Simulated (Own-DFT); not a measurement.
# Computed records: Si₃N₄ (beta silicon nitride, atoms displaced)

Computed with Own-DFT development build. A calculation, not a measurement: plane-wave PBE density functional theory by an unreviewed code, no spin, of a simulated periodic cell, stress positive in tension, free energy of the whole cell less one offset for each atom, forces on such cells moved up to 12 meV/angstrom on a denser k mesh; offsets are fitted by least squares, one for each functional and potential file, so energies compare only between cells with the same atoms and settings and are not formation energies; the far tail of each file's local potential was reset to the Coulomb form; each entry is a single point on an unrelaxed cell, so the pressure reflects the starting lattice, mostly measured values (interpolated for alloys), from which strain is counted, and rises with the displacements; printed positions are rounded, which can move forces by about a meV/angstrom; the program, named Own-DFT, is a retired in-house code; no spin-orbit coupling; before rounding, a Quantum ESPRESSO 7.3.1 run of the same cell and cutoff gave forces within 1 meV/angstrom rms on each cell, which checks the program and not the settings.

Settings shared by all entries: functional PBE; potential files PseudoDojo norm-conserving, scalar-relativistic, standard set; wave cutoff 42 hartree; occupations Fermi-Dirac; smearing width 0.1 eV; k mesh 2 x 2 x 4 centred on Gamma.

(1) 
```xyz
112
Lattice="15.2120 0.0000 0.0000 -7.6060 13.1740 0.0000 0.0000 0.0000 5.8180" Properties=species:S:1:pos:R:3:force_x:R:1:force_y:R:1:force_z:R:1 formula=Si3N4 free_energy_of_cell_above_offsets=-8.139 pressure=8.22 stress_xx=-6.32 stress_yy=-6.75 stress_zz=-11.58 stress_yz=-0.42 stress_xz=-0.18 stress_xy=0.34
Si    -1.6382     5.0701     0.6794      2.101      0.412      2.813
Si     0.2560     2.6507     0.6750     -6.442      3.274      6.274
Si     1.3884     5.4783     0.7359      -1.19     -0.845     -0.962
Si     5.4221     1.5124     2.2237     -1.166      0.551     -1.735
Si     3.4916     3.9390     2.2174      3.785      -1.09      0.478
Si     2.3460     1.1710     2.1697      3.882     -0.399     -0.969
N      2.4007     0.2023     0.7139      0.042     -0.451      0.513
N      6.2299     1.9682     0.7289      0.436     -0.521      0.315
N      2.8101     4.4267     0.7899      -1.62       1.11     -1.693
N      1.3317     6.3878     2.1311      0.699      0.234      2.455
N     -2.4325     4.6176     2.1546       1.74      1.204      1.101
N      1.0174     2.1450     2.1272     -0.861       0.69      1.328
N     -0.0145     4.3836     0.7449      0.266     -0.185     -0.706
N      3.8464     2.2437     2.1840     -1.853      -1.69       0.18
Si    -1.5959     5.1378     3.7187      0.245     -2.953     -3.877
Si     0.2607     2.5634     3.6116     -2.779      1.753      1.536
Si     1.3100     5.3262     3.5985       2.51      4.763      0.655
Si     5.4317     1.5143     5.0900     -0.875      1.153     -0.123
Si     3.5498     3.9221     5.1444      1.129      1.709     -0.555
Si     2.4663     1.0650     5.0702     -0.455      3.375      1.419
N      2.3591     0.2522     3.6133     -0.078     -2.529      0.051
N      6.2890     1.9724     3.6031     -1.254     -1.002      1.427
N      2.7829     4.4046     3.6746     -1.367      0.628      0.353
N      1.3687     6.4124     5.1106      0.227     -1.401     -1.552
N     -2.4471     4.6580     5.0817      0.926       0.06      0.021
N      0.9802     2.1764     5.2605       4.96     -3.408     -10.11
N     -0.0002     4.3996     3.5485     -2.497     -3.364      0.964
N      3.7619     2.3030     5.0765      1.419     -4.916     -0.015
Si    -5.3905    11.6367     0.7149      1.513      0.456      2.584
Si    -3.5388     9.1409     0.7258     -1.866      4.518      0.571
Si    -2.3429    12.1239     0.7453     -1.884     -4.941     -0.991
Si     1.6603     8.1343     2.1692     -3.159     -1.445     -1.193
Si    -0.1615    10.5274     2.2129     -0.771     -2.385     -3.692
Si    -1.4816     7.7023     2.2401      3.855      1.123     -2.104
N     -1.3732     6.8153     0.7542     -1.085     -0.935     -0.487
N      2.4915     8.5110     0.7611     -0.101      0.443       -2.7
N     -0.9995    11.0426     0.6402     -0.006      0.064      2.268
N     -2.4699    12.9149     2.1677      0.942      3.008       2.45
N     -6.2039    11.1952     2.2075     -1.522     -0.316     -0.554
N     -2.7907     8.7802     2.1844      0.995      -0.87      0.401
N     -3.8312    10.9968     0.7373      2.534     -1.245     -0.216
N     -0.0204     8.7890     2.1571     -0.245     -0.176      0.219
Si    -5.3682    11.5831     3.6268     -0.735      1.292      1.198
Si    -3.5615     9.2562     3.5698     -1.529      0.413      2.987
Si    -2.3828    12.0289     3.6342     -0.401     -1.257      0.052
Si     1.5181     8.1349     5.1001      3.375     -0.588     -0.749
Si    -0.2862    10.5035     4.9991      3.695     -1.558      3.953
Si    -1.4477     7.7327     5.0904      4.554     -1.023      1.412
N     -1.3955     6.7893     3.6562     -0.667      0.721      0.616
N      2.3845     8.6261     3.5282      2.425      0.907      5.222
N     -0.9521    10.9672     3.6067     -3.702      2.456      -1.36
N     -2.3599    12.9249     5.1075      -0.16      2.843      -2.05
N     -6.2421    11.1971     5.2036     -0.822      -0.65     -3.944
N     -2.7296     8.7089     5.1740     -2.662      1.778     -3.609
N     -3.7799    10.9707     3.6560      0.874     -0.171      0.098
N      0.0143     8.7619     5.0566     -3.504      1.489     -0.015
Si     5.8854     5.1213     0.6623      3.196     -2.172      2.385
Si     7.8729     2.6363     0.7647     -1.529      1.611     -2.698
Si     8.8766     5.4285     0.6918       3.14     -1.992     -0.211
Si    12.9375     1.4688     2.1830      1.145      -0.53     -0.788
Si    11.2654     3.9018     2.1294     -2.851      1.791      2.642
Si    10.0003     1.2035     2.2345       1.83     -0.102     -2.324
N     10.0071     0.1204     0.7096     -0.087      1.343      3.119
N     13.7922     1.8905     0.7040      2.315      1.362      2.078
N     10.4241     4.4118     0.7407     -1.045      0.671     -0.793
N      9.0773     6.3833     2.0878     -0.973      1.059      1.048
N      5.1887     4.5819     2.1657     -1.468      0.342     -0.389
N      8.5821     2.1232     2.1794      1.223     -0.671      -0.64
N      7.6319     4.3578     0.7789      -2.96     -0.141     -0.302
N     11.4424     2.2364     2.2345     -1.932     -1.985     -0.414
Si     5.9845     5.0314     3.6322      2.951     -0.521     -2.417
Si     7.8574     2.6199     3.5864      0.491      3.467      2.773
Si     8.9467     5.6226     3.6232      0.933     -8.156     -5.037
Si    12.9813     1.5099     5.1391     -1.049      0.359     -2.202
Si    11.2692     3.9229     5.1227     -4.725      -0.96      -1.81
Si    10.0251     1.1089     5.2276     -0.169       1.26     -4.679
N      9.9752     0.2548     3.5519     -0.109      -2.32       3.93
N     13.7662     1.9450     3.5986      2.292      0.289      1.375
N     10.3300     4.4131     3.6391      1.753     -0.034     -0.522
N      9.0537     6.2715     5.0186     -0.008      6.756      5.928
N      5.2229     4.6265     5.0301     -3.454     -1.255      1.724
N      8.6682     2.2056     5.0743     -0.375     -1.102      1.061
N      7.6617     4.4088     3.6661     -1.673      -0.21     -0.537
N     11.3664     2.1509     5.1483       1.38       1.57      0.062
Si     2.1929    11.6292     0.7790      0.598     -1.147     -2.416
Si     4.0570     9.2995     0.6786     -0.295     -4.067       1.97
Si     5.1953    11.9920     0.6999     -2.047      0.632     -0.657
Si     9.1385     8.0615     2.1655      2.108      1.497      0.553
Si     7.3674    10.4922     2.1502       0.84       1.58      2.242
Si     6.2387     7.7570     2.1213     -1.202     -0.311      1.481
N      6.2954     6.7788     0.6745     -0.555      0.373      0.771
N     10.0920     8.5628     0.8371      -1.93     -1.104     -2.943
N      6.5534    10.9755     0.7595      0.742     -0.364     -1.511
N      5.1622    12.8783     2.1539      0.246      1.685      0.175
N      1.3706    11.2208     2.1910      0.132      -0.07      0.129
N      4.7931     8.7310     2.2037      1.144      0.167     -0.463
N      3.7870    10.8776     0.6511     -0.036      4.531      0.363
N      7.6293     8.8279     2.1433     -1.065     -1.581      0.322
Si     2.1824    11.6693     3.6085      1.458       0.69      1.931
Si     4.0781     9.3012     3.7642      -3.29      0.094      -6.06
Si     5.1588    11.9758     3.6042      1.306      3.639      1.557
Si     9.1914     8.0982     5.1191      1.203     -0.314       0.14
Si     7.4031    10.4910     5.1050     -0.843      -0.19      0.135
Si     6.2773     7.6808     5.0476     -2.385     -0.174       -0.5
N      6.1495     6.7347     3.6341      0.898      1.736     -1.473
N     10.0303     8.5766     3.6116     -0.449     -0.514      1.164
N      6.5681    11.0510     3.6824       2.04     -1.513     -0.732
N      5.0796    13.0308     5.1142      0.774     -3.401     -0.943
N      1.3533    11.2211     5.1059     -0.056     -0.199      -0.91
N      4.8709     8.7687     5.0404      1.827     -1.431      3.542
N      3.8735    11.0181     3.6142     -4.172     -2.338      0.266
N      7.5530     8.7152     5.1323      2.891      2.254     -0.441
```

Units: free_energy_of_cell_above_offsets in eV; pressure, stress_xx, stress_yy, stress_zz, stress_yz, stress_xz, stress_xy in GPa; force_x, force_y, force_z in eV/Å.

(2) 
```xyz
112
Lattice="15.2120 0.0000 0.0000 -7.6060 13.1740 0.0000 0.0000 0.0000 5.8180" Properties=species:S:1:pos:R:3:force_x:R:1:force_y:R:1:force_z:R:1 formula=Si3N4 free_energy_of_cell_above_offsets=-5.877 pressure=8.95 stress_xx=-7.62 stress_yy=-5.78 stress_zz=-13.44 stress_yz=1.94 stress_xz=-0.33 stress_xy=-0.49
Si    -1.5161     5.1030     0.7383     -1.681      0.348      -0.89
Si     0.2677     2.6531     0.7799      -2.02      1.932     -4.833
Si     1.3312     5.4112     0.7262      0.506      0.544      1.967
Si     5.3659     1.4244     2.1539      0.319        4.6      -0.56
Si     3.5972     4.0515     2.0803       2.72     -4.095       5.66
Si     2.3880     1.1460     2.2685      1.784      1.855     -2.524
N      2.3928     0.1518     0.7223     -0.204      2.648      2.482
N      6.2815     2.0282     0.6735     -2.252     -1.932      0.586
N      2.7262     4.3303     0.8055     -1.932      2.008      -5.39
N      1.4304     6.4177     2.1856      0.136     -1.607      0.592
N     -2.4230     4.6228     2.1494      0.126       0.39      0.155
N      0.9291     2.2301     2.1498      4.236     -3.121       3.35
N     -0.0032     4.3618     0.7145      1.583      0.537      0.379
N      3.8399     2.2416     2.1026      -1.64     -0.112       0.53
Si    -1.6333     5.0604     3.6197      0.667     -0.039      0.841
Si     0.1629     2.5997     3.5772     -0.847      2.609      2.861
Si     1.3942     5.3736     3.7012     -0.718      1.772     -1.444
Si     5.4233     1.5249     5.0206     -2.593      -1.33      2.917
Si     3.6003     3.9640     5.1083     -0.325      -2.83     -0.324
Si     2.3515     1.1563     5.1878      1.684     -0.324     -2.035
N      2.4699     0.2546     3.6677     -0.981     -1.907      0.695
N      6.1512     1.8962     3.6264      3.703      1.807     -2.172
N      2.7652     4.3588     3.6274      0.953      0.491      0.198
N      1.4814     6.3552     5.1617      0.314      0.402     -1.669
N     -2.2772     4.4956     5.1112       -2.9       0.26      0.112
N      0.9684     2.1117     5.0734     -0.714      0.748      0.141
N     -0.0219     4.4331     3.6613      0.472     -2.291     -0.562
N      3.7455     2.1600     5.1330      1.584      1.389     -0.187
Si    -5.3485    11.6766     0.8129     -0.676     -1.857     -3.072
Si    -3.6007     9.2360     0.7080     -1.137      1.211      2.035
Si    -2.5400    12.0899     0.7011      5.877     -0.133       1.26
Si     1.6645     8.1166     2.1133      -2.78     -0.672      3.354
Si    -0.2150    10.4176     2.2572     -0.778      0.752     -2.355
Si    -1.3410     7.7304     2.2164     -4.443     -2.205     -0.301
N     -1.3946     6.8845     0.6869     -0.362     -2.626      1.267
N      2.4576     8.5771     0.7696     -0.172      0.155     -2.877
N     -0.9555    11.0022     0.8009     -1.471       0.83     -1.593
N     -2.4015    12.9927     2.1844     -0.257     -3.203      0.057
N     -6.1984    11.1940     2.1713     -1.429      -0.41      0.822
N     -2.8227     8.7327     2.2107      0.299     -0.227      0.075
N     -3.7457    11.0804     0.6775     -3.781     -5.017      0.566
N     -0.1011     8.7034     2.1299      6.217      3.376      0.847
Si    -5.4148    11.6385     3.6035      1.596      0.723      1.521
Si    -3.6266     9.2522     3.7060      0.033      0.241     -3.456
Si    -2.4122    11.9894     3.6679     -1.643     -0.631     -3.125
Si     1.6630     8.0805     5.0587     -2.416      0.282      1.837
Si    -0.2790    10.5138     4.9800       3.84     -2.453      8.745
Si    -1.4666     7.7863     5.0632      2.669     -0.495      0.711
N     -1.3941     6.7710     3.7018     -0.544      0.373     -1.618
N      2.4583     8.6016     3.6809     -0.771     -0.887      -1.87
N     -1.0272    11.0133     3.7191     -1.124      0.635      -5.71
N     -2.3655    12.8512     5.0326      0.158      4.846      2.175
N     -6.1660    11.2338     5.0883     -1.159     -0.303      0.482
N     -2.8039     8.8104     5.0898      0.352      -0.33      0.201
N     -3.7859    10.9319     3.5790      -0.41      1.544      0.193
N      0.0105     8.7499     5.1035      0.181      1.018     -0.984
Si     6.0052     5.0529     0.7374      1.362      1.521      0.343
Si     7.8007     2.7072     0.6844      1.544     -0.783      1.862
Si     8.9553     5.4934     0.8266      0.981      0.544     -1.902
Si    12.9726     1.5365     2.2257     -0.939     -0.726     -1.841
Si    11.1678     3.9783     2.1556      2.938     -3.112      1.022
Si     9.9280     1.1403     2.2033       4.38     -1.395     -0.841
N     10.0730     0.2252     0.6571     -1.544     -2.602      3.104
N     13.9182     2.0675     0.7645     -2.861     -2.032      0.691
N     10.4396     4.3155     0.7275     -4.506      3.569      0.628
N      9.0282     6.5041     2.2269     -0.093     -4.246      0.748
N      5.2129     4.6657     2.1765     -1.626     -0.609       0.46
N      8.6888     2.1959     2.2554     -3.069      1.505     -1.821
N      7.6036     4.3742     0.8028      0.695      1.922     -0.412
N     11.3826     2.1867     2.1534     -0.222      0.037      0.489
Si     5.9775     5.0348     3.6956      1.437      2.062     -3.462
Si     7.8709     2.6582     3.6813     -3.454     -0.065     -2.705
Si     8.8975     5.3744     3.6587      2.571      3.044      0.858
Si    13.0763     1.6442     5.0963     -3.854      -3.25      4.923
Si    11.1419     3.9694     5.1163      4.829     -3.202     -0.248
Si    10.0477     1.1135     5.0728      0.469      2.061     -0.038
N     10.0278     0.1556     3.6802     -0.908      0.388     -1.994
N     13.7350     1.9644     3.6996      3.924      1.248     -4.656
N     10.5421     4.3932     3.6552     -4.825      2.765     -1.055
N      9.0414     6.5042     5.1527     -0.449     -6.152     -0.943
N      5.2635     4.5578     5.0746     -2.819     -0.592      2.555
N      8.6009     2.2620     5.0625      2.795     -1.936      2.183
N      7.5533     4.3599     3.6043      0.703     -0.522      0.463
N     11.4008     2.1757     5.1378      0.343      1.124     -0.489
Si     2.1200    11.5735     0.6800      3.276      2.174      1.584
Si     3.9751     9.3274     0.7435      2.703     -3.549      0.395
Si     5.0956    12.0614     0.7507      1.886     -2.613     -2.799
Si     9.0788     8.1827     2.2269      4.209     -0.083     -2.912
Si     7.3258    10.5622     2.2075      3.092     -3.005     -2.605
Si     6.1626     7.6946     2.2040      2.396      1.566      0.466
N      6.1779     6.8177     0.7936     -0.139     -2.806     -2.281
N      9.9904     8.5649     0.5961       2.07      1.296      3.619
N      6.6365    10.9703     0.7455     -2.181      1.594      -0.69
N      5.1708    12.8455     2.1869       0.43      4.845     -0.073
N      1.4019    11.1572     2.1922     -1.453     -0.764     -0.344
N      4.8427     8.7107     2.1275     -2.264      1.504      2.133
N      3.8257    10.9010     0.5787     -2.297       4.45      1.219
N      7.6200     8.7669     2.1666     -4.899      2.235      0.251
Si     2.1432    11.6238     3.6251      3.501      0.337      0.441
Si     4.0386     9.2000     3.6975      1.764      1.978     -1.264
Si     5.1688    11.9729     3.5710      0.626     -0.518      4.136
Si     9.3054     8.1234     4.9681     -4.735      0.959      3.233
Si     7.4111    10.5416     5.0862      0.987     -2.123      0.736
Si     6.1882     7.7729     5.1684      3.239      -1.49     -1.493
N      6.2288     6.7585     3.6032     -0.766     -0.363      2.815
N      9.9838     8.6353     3.6020       1.96      0.716     -1.773
N      6.6086    10.9268     3.6017     -2.043      1.837      2.398
N      5.3010    12.8941     5.1122     -0.085       2.65     -1.403
N      1.4226    11.2037     5.0798     -3.672     -1.709     -1.668
N      4.8997     8.7839     5.1683     -3.101      0.875     -1.099
N      3.8099    10.9743     3.6576     -1.039     -1.664     -0.651
N      7.6027     8.7283     5.0795      0.881      1.816     -0.357
```

Units: free_energy_of_cell_above_offsets in eV; pressure, stress_xx, stress_yy, stress_zz, stress_yz, stress_xz, stress_xy in GPa; force_x, force_y, force_z in eV/Å.
